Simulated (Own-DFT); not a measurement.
Hf36O71 (tetragonal hafnia with one neutral oxygen vacancy, atoms displaced) (calculated)

Computed with Own-DFT development build. A calculation, not a measurement: plane-wave PBE and HSE06 DFT by an unreviewed code, no spin, of a simulated cell at Gamma alone, so results move with cell size and shape, stress positive in tension, energies less offsets, not probed for a lower state with spin; hafnium file: forces about 75 meV/angstrom off all-electron values; oxygen file: force components 24 meV/angstrom off all-electron in a glass; k mesh not checked against a denser one; forces and stress are PBE's, HSE06 gives the energy alone, and its difference from PBE has offsets of its own; offsets are fitted by least squares, one for each functional and potential file, so energies compare only between cells with the same atoms and settings and are not formation energies; the far tail of each file's local potential was reset to the Coulomb form; each entry is a single point on an unrelaxed cell, so the pressure reflects the starting lattice, taken from the Materials Project, from which strain is counted, and rises with the displacements; printed positions are rounded, which can move forces by about a meV/angstrom; the program is a retired in-house code; no spin-orbit coupling.

Settings shared by all entries: first functional PBE; second functional HSE06; exact exchange share 0.25; screening 0.11 1/bohr; exchange divergence Gygi-Baldereschi; potential files PseudoDojo norm-conserving, scalar-relativistic, made for PBE, standard set; wave cutoff 48 hartree; occupations fixed; k mesh 1 x 1 x 1 centred on Gamma.

(1) 
```xyz
107
Lattice="10.7800 0.0000 0.0000 0.0000 10.7800 0.0000 0.0000 0.0000 10.4493" Properties=species:S:1:pos:R:3:force_x:R:1:force_y:R:1:force_z:R:1 formula=Hf36O71 PBE_energy_of_cell_above_offsets=-96.353 HSE06_less_PBE_above_offsets=0.077 PBE_pressure=2.28 PBE_stress_xx=-1.58 PBE_stress_yy=-2.6 PBE_stress_zz=-2.67 PBE_stress_yz=0.67 PBE_stress_xz=-0.05 PBE_stress_xy=-0.11
Hf     0.0170    10.7788    10.4005      0.551     -0.109      2.041
Hf     1.9257     1.8257     2.6218     -3.243     -0.198      0.477
O     10.7504     1.8115     1.5071      0.984     -0.652      1.145
O      1.7460     0.0159     3.6407      0.208      0.444     -0.498
O     10.7644     1.8635     4.2611     -0.041     -2.087     -1.568
O      1.8689     0.0107     1.0279      -1.65      0.271      0.269
Hf    10.7022     0.0956     5.2475      0.951     -1.313     -0.861
Hf     1.8025     1.7928     7.8899      0.302      1.755     -1.513
O      0.0520     1.7663     6.7796     -1.097     -0.118      0.958
O      1.8592     0.1474     8.9251     -0.787     -3.048     -0.059
O     10.7397     1.7598     9.4038     -0.675      0.387     -0.632
O      1.7904     0.0138     6.2732     -0.673       -0.7      0.445
Hf    10.7400     3.6202    10.3626      0.317     -0.924      2.063
Hf     1.8254     5.4011     2.6056     -0.291     -0.063      0.126
O     10.7337     5.3733     1.5890      1.467     -0.082     -0.077
O      1.7090     3.7018     3.6937      0.529     -1.892     -0.984
O     10.7193     5.3782     4.2226     -0.331       0.89     -0.489
O      1.8037     3.5773     1.0281     -0.159      0.133      0.088
Hf    10.7598     3.5474     5.1766      1.471      1.749      2.299
Hf     1.7019     5.3907     7.9061       1.12     -0.857      -2.34
O     10.7695     5.3269     6.8198     -0.212      1.151      0.061
O      1.6841     3.6501     8.8800      0.456     -1.652      0.627
O      0.0006     5.3708     9.4652      0.174      1.798     -0.578
O      1.7824     3.6911     6.2976      0.268     -0.772     -0.915
Hf     0.0572     7.2447     0.0277     -2.354     -0.856     -0.124
Hf     1.7800     8.9411     2.5933      0.544      1.301       0.63
O      0.0263     8.9834     1.5958     -0.585     -0.036     -0.516
O      1.8287     7.2020     3.6674     -0.722     -0.487     -0.456
O      0.0041     9.0019     4.2119      0.244     -0.083      0.331
O      1.7804     7.1704     0.9745      1.264     -0.195      0.543
Hf     0.0128     7.1808     5.1442     -0.556      0.984      1.133
Hf     1.7726     9.0013     7.7561     -0.052      -0.08      0.247
O     10.7172     8.9730     6.8095      1.442     -0.358      0.039
O      1.8246     7.1566     8.7810     -0.003      1.824      1.085
O     10.7343     8.9404     9.4214      1.128      1.311     -0.241
O      1.9071     7.1337     6.2549     -2.835      0.857      0.138
Hf     3.5936     0.0004     0.0440      0.739     -0.657     -1.444
Hf     5.2481     1.7758     2.5966      3.634     -0.704      0.637
O      3.6088     1.8498     1.6065     -0.939      0.043      -0.85
O      5.3835    10.7500     3.6061      0.218      2.162      0.394
O      3.5760     1.7492     4.2690     -0.347      1.145     -1.722
O      5.3530     0.0005     0.9216      1.311      0.258      0.971
Hf     3.5421     0.0066     5.2608      0.403     -0.771     -0.036
Hf     5.3652     1.8124     7.7556      -1.12     -0.976      0.974
O      3.5298     1.7937     6.7365      0.891      0.176      1.133
O      5.3194     0.0337     8.8295      0.227      0.536     -0.836
O      3.6066     1.8217     9.4829     -0.168      0.835     -0.356
O      5.4169    10.7463     6.2110     -1.371      0.901      0.305
Hf     3.5608     3.6220     0.0128      0.756          0      0.037
Hf     5.3744     5.3401     2.6079      1.718      1.061     -0.393
O      3.5890     5.3424     1.6238      0.285      0.326     -0.529
O      5.3280     3.5042     3.6583      0.222      0.878      0.099
O      3.4882     5.3659     4.1734      1.076      0.614      0.174
O      5.4527     3.6357     1.0563     -1.152     -0.351     -0.538
Hf     3.6685     3.6311     5.2034     -2.224      0.263       1.16
Hf     5.3835     5.3196     7.8174      0.665      2.064     -0.449
O      3.5521     5.3775     6.8316      0.988     -0.341      0.186
O      5.3576     3.6033     8.7745      0.239     -1.392      0.744
O      3.6360     5.3542     9.4391     -0.402      0.277      0.101
O      5.4174     3.6115     6.2205     -0.031     -0.242      0.239
Hf     3.6475     7.2006    10.3581      1.224      0.143      1.002
Hf     5.4237     9.0463     2.6455     -0.327      -1.73     -0.617
O      3.5776     8.9821     1.5585      0.062     -0.432      0.388
O      5.4365     7.2306     3.5660     -0.867     -1.775     -0.033
O      3.5632     9.0449     4.2253     -0.076     -0.741       0.01
O      5.5478     7.2327     0.9782     -4.188     -0.553      0.808
Hf     3.5860     7.2129     5.2602       1.27     -0.179     -0.932
Hf     5.3560     9.0207     7.8581      1.438     -0.617     -0.076
O      3.5888     8.9840     6.8298     -0.515      0.264     -0.004
O      5.4151     7.1210     8.9005      -0.69      0.781     -0.936
O      3.6857     8.9838     9.4350     -0.807      0.068     -0.373
O      5.3673     7.1992     6.2060      0.324     -0.474      0.224
Hf     7.3473     0.0634     0.0265     -3.019     -1.463      0.021
Hf     8.9759     1.8678     2.6514       0.02     -2.344     -1.326
O      7.1479     1.7168     1.6084     -0.024      0.413      0.593
O      8.8553    10.7677     3.7061       0.33       0.86     -0.392
O      8.9175    10.7558     1.1475       2.15     -0.032     -1.244
Hf     7.1834     0.0562     5.2721      0.477     -1.691     -1.422
Hf     8.9965     1.7662     7.9291       0.58      0.917     -1.163
O      7.1952     1.8163     6.9104      0.537     -0.164     -0.909
O      9.0324    10.6666     8.8414     -0.131      3.258      1.515
O      7.1940     1.8337     9.3958      0.817      -1.55     -0.335
O      8.9844    10.7359     6.2398     -0.465      0.876      1.141
Hf     7.1933     3.5252    10.3909      0.165      2.952      1.686
Hf     9.0906     5.3107     2.6513     -2.361      1.654     -0.891
O      7.2297     5.4030     1.5919     -0.013     -0.454      1.123
O      9.0807     3.5496     3.6297     -0.755       0.76      0.848
O      7.2350     5.3138     4.2553     -0.262     -0.726     -0.927
O      8.9978     3.5122     1.0313     -0.804      0.137      0.299
Hf     7.1931     3.5305     5.2544        0.8      0.427      0.084
Hf     9.0313     5.3619     7.8349     -1.494      1.887      0.058
O      7.2782     5.3676     6.7688     -1.553      -0.57      0.902
O      8.9686     3.6940     9.0001      0.449      -2.12     -1.274
O      7.1585     5.3799     9.4238     -0.155     -0.859     -0.059
O      9.0128     3.5891     6.2745     -0.511     -0.752      0.182
Hf     7.1692     7.1920    10.4374      1.783     -0.752     -1.121
Hf     8.8784     8.9229     2.5771      0.534      1.325      0.486
O      7.1474     8.9624     1.6057      0.475      0.686     -0.677
O      8.9628     7.2840     3.6483      0.525     -2.479       0.37
O      7.1069     8.9383     4.1886      0.351      1.008      0.047
O      8.9712     7.1613     0.9890       1.07      0.721      0.643
Hf     7.2239     7.1035     5.1892     -1.698      1.357      0.088
Hf     8.9685     9.0028     7.8443      -1.95     -3.139     -1.239
O      7.1204     9.0353     6.7355      0.679      0.248      1.386
O      8.9280     7.2285     8.8915       0.84     -0.953     -1.031
O      7.2236     8.9898     9.4116     -0.431      1.211      0.213
O      8.8242     7.1727     6.2756      3.425      0.212     -0.029
```

Units: PBE_energy_of_cell_above_offsets, HSE06_less_PBE_above_offsets in eV; PBE_pressure, PBE_stress_xx, PBE_stress_yy, PBE_stress_zz, PBE_stress_yz, PBE_stress_xz, PBE_stress_xy in GPa; force_x, force_y, force_z in eV/Å.

(2) 
```xyz
107
Lattice="10.7800 0.0000 0.0000 0.0000 10.7800 0.0000 0.0000 0.0000 10.4493" Properties=species:S:1:pos:R:3:force_x:R:1:force_y:R:1:force_z:R:1 formula=Hf36O71 PBE_energy_of_cell_above_offsets=-96.681 HSE06_less_PBE_above_offsets=0.091 PBE_pressure=2.59 PBE_stress_xx=-2.03 PBE_stress_yy=-2.74 PBE_stress_zz=-3.01 PBE_stress_yz=-1.09 PBE_stress_xz=-0.47 PBE_stress_xy=-0.03
Hf     0.0394    10.7243     0.0560     -0.906     -0.029      0.079
Hf     1.8073     1.8081     2.6087      0.237     -0.176     -0.147
O      0.1051     1.8178     1.6046     -2.155     -0.467     -0.174
O      1.8504    10.7678     3.5829      -0.18     -0.131      0.293
O     10.7420     1.8084     4.1734      0.608     -0.949      0.851
O      1.7589    10.7252     1.0628      1.395      0.077     -0.873
Hf    10.6719    10.7030     5.2724      0.046      0.804      -1.27
Hf     1.6967     1.8410     7.7990      1.136     -0.581      0.407
O     10.6933     1.8679     6.7217      0.546     -0.802      1.298
O      1.8084    10.7123     8.7979     -0.411      1.263      0.482
O     10.7501     1.7663     9.5213      0.661     -1.215     -1.775
O      1.8122     0.0353     6.2501     -1.345     -0.106      0.059
Hf     0.0128     3.5577    10.3921     -0.424      1.243      1.516
Hf     1.7578     5.3744     2.7298      1.141      0.348     -1.605
O      0.0472     5.2934     1.6476     -0.152      0.518     -0.217
O      1.7341     3.6302     3.5874      0.073     -0.914      1.067
O     10.7730     5.4338     4.2570        0.6      -1.08     -0.329
O      1.8098     3.4976     0.9641      0.631      0.732      0.243
Hf     0.0828     3.5893     5.2249     -2.934     -0.389     -0.981
Hf     1.8473     5.4520     7.8262     -1.433     -0.699      0.291
O     10.7486     5.4004     6.8904      1.956      -0.53     -0.667
O      1.8725     3.5987     8.9205     -1.067      0.006     -1.777
O     10.7293     5.4157     9.4392      0.871     -0.715      0.495
O      1.7840     3.5536     6.1860      1.164     -0.339      1.335
Hf     0.0696     7.1287     0.0577     -2.856      -0.33     -1.061
Hf     1.7372     9.0121     2.5388      1.767      0.475      1.807
O      0.0374     9.0221     1.6198     -1.491     -0.156     -0.875
O      1.7367     7.1711     3.6332      0.433      0.591     -0.304
O     10.7482     8.9438     4.1647      0.405      1.293      0.073
O      1.8441     7.1812     0.9432      -0.31       0.21      1.891
Hf     0.1067     7.2190     5.1463     -2.559      -0.32      1.349
Hf     1.7971     8.9534     7.8972     -0.557      0.111     -0.991
O     10.6890     8.9494     6.7642      2.325      1.136      0.229
O      1.7835     7.1826     8.9483      0.722     -0.142     -1.317
O     10.7655     8.9198     9.4802      0.599       1.06     -0.396
O      1.8771     7.1728     6.1972     -1.809      0.199      1.623
Hf     3.6407    10.7587    10.4409      -0.47      1.537      0.494
Hf     5.3529     1.8743     2.7261      0.163     -1.634      -2.69
O      3.6265     1.8497     1.5480     -0.001     -0.671       0.81
O      5.3332    10.7417     3.5750      0.589      1.259       1.27
O      3.5480     1.7942     4.1957      0.648      0.142      0.433
O      5.4044    10.7781     0.9559     -0.265     -0.494       0.48
Hf     3.5662    10.7475     5.2854     -0.782     -0.013     -1.366
Hf     5.3991     1.7189     7.7744      0.012      0.782      1.222
O      3.5933     1.7833     6.8787     -0.956      0.511     -0.719
O      5.3716    10.7605     8.8492     -0.012     -0.178     -0.145
O      3.6092     1.8170     9.3990     -0.135     -1.171      0.319
O      5.3893     0.1215     6.2391     -0.583     -0.691      0.054
Hf     3.5847     3.5874    10.3996      -0.01     -1.644      1.532
Hf     5.4576     5.2626     2.5072     -0.397      2.437      1.286
O      3.7324     5.4619     1.6002     -2.904     -0.385     -0.467
O      5.3744     3.6018     3.5750     -0.165     -0.534      1.847
O      3.6698     5.3828     4.2727     -0.825     -1.245     -0.727
O      5.4287     3.5653     1.0436     -0.473      0.066     -0.619
Hf     3.6622     3.5222     5.2947     -0.908      1.268     -1.201
Hf     5.3507     5.3700     7.9101      1.587      0.328     -1.203
O      3.5170     5.4000     6.6799      1.195     -0.479      2.218
O      5.3971     3.5409     8.7946      0.027      0.748      0.061
O      3.5977     5.2958     9.4097      0.362      2.619     -0.996
O      5.4062     3.5654     6.1942     -0.526     -0.334      0.837
Hf     3.5634     7.2026     0.0198      2.144     -0.952      0.523
Hf     5.3653     9.0273     2.6524     -0.107     -2.355     -1.006
O      3.6272     9.0200     1.6219     -0.663     -0.186     -0.441
O      5.3905     7.1376     3.5833      0.167      1.452      0.077
O      3.5597     9.0033     4.2880      0.426     -0.688     -0.636
O      5.3924     7.1985     0.9905     -0.055      0.324     -0.544
Hf     3.5966     7.1343     5.2377      1.673       0.36     -1.358
Hf     5.3219     8.9642     7.8318      1.116     -0.362      -0.19
O      3.5981     8.9336     6.7431     -0.273      0.673       1.62
O      5.4128     7.2610     8.8686      -0.61     -1.244     -0.356
O      3.6043     8.9978     9.4656     -0.328     -0.442     -0.892
O      5.4093     7.1710     6.2221     -0.812      0.052      0.819
Hf     7.1305    10.7163    10.4127      0.758      1.088      0.426
Hf     8.9351     1.8275     2.5885      1.104      -0.15      0.036
O      7.1646     1.7982     1.5222     -0.298      0.082      1.017
O      8.9727    10.7489     3.6618      0.092      0.614      0.296
O      7.1990     1.8067     4.2082     -0.493     -1.212     -0.562
O      8.9309    10.7784     1.0099      0.863     -0.132     -0.196
Hf     7.1372    10.7462     5.2874      1.998      0.302     -0.573
Hf     8.9785     1.7516     7.9043      -0.66      1.621     -0.899
O      7.1946     1.7657     6.7977      0.417     -0.847     -0.025
O      8.9544    10.7572     8.8013      0.281      0.679      0.406
O      7.1585     1.8456     9.3746       0.19     -1.954     -0.377
Hf     7.1767     3.5126    10.4152      0.466      1.157      0.823
Hf     8.9694     5.3664     2.6110     -0.221       0.28      0.358
O      7.1589     5.3384     1.5571      1.775      0.352     -0.493
O      9.0744     3.5672     3.6783     -0.759       0.49     -0.497
O      7.1370     5.4113     4.2174      0.326     -1.339     -0.549
O      8.9677     3.5514     1.0335      0.224     -0.126      0.051
Hf     7.1672     3.5261     5.2386      1.534      2.504      0.046
Hf     8.9592     5.3358     7.7480     -0.417       1.37      1.079
O      7.2063     5.2766     6.7827     -1.936      0.529      1.083
O      9.0831     3.5277     8.9469     -0.535      0.592     -0.853
O      7.1604     5.4480     9.4273     -0.553     -1.842     -0.593
O      8.8461     3.5758     6.3191      2.153     -0.076     -0.308
Hf     7.1641     7.1480    10.4281      1.301       0.96      0.495
Hf     8.9375     8.9764     2.5743      0.788     -0.948      0.881
O      7.2048     8.9223     1.6411     -1.214      0.618     -0.262
O      8.9855     7.1236     3.6232      0.015      0.718     -0.571
O      7.3168     8.9381     4.2769     -0.677      3.088      -1.64
O      9.0177     7.1871     1.0979       0.02      -0.26     -0.604
Hf     7.0915     7.2716     5.1129      1.865     -3.862      1.917
Hf     8.9922     9.0579     7.8025     -1.085     -3.536      0.379
O      7.1619     8.9610     6.8267     -0.583      1.197     -0.067
O      9.0148     7.1889     8.9114     -0.526      0.085     -0.971
O      7.2187     9.0053     9.4419     -0.358     -0.587     -0.055
O      9.0012     7.2019     6.1934     -0.425     -0.314     -0.173
```

Units: PBE_energy_of_cell_above_offsets, HSE06_less_PBE_above_offsets in eV; PBE_pressure, PBE_stress_xx, PBE_stress_yy, PBE_stress_zz, PBE_stress_yz, PBE_stress_xz, PBE_stress_xy in GPa; force_x, force_y, force_z in eV/Å.
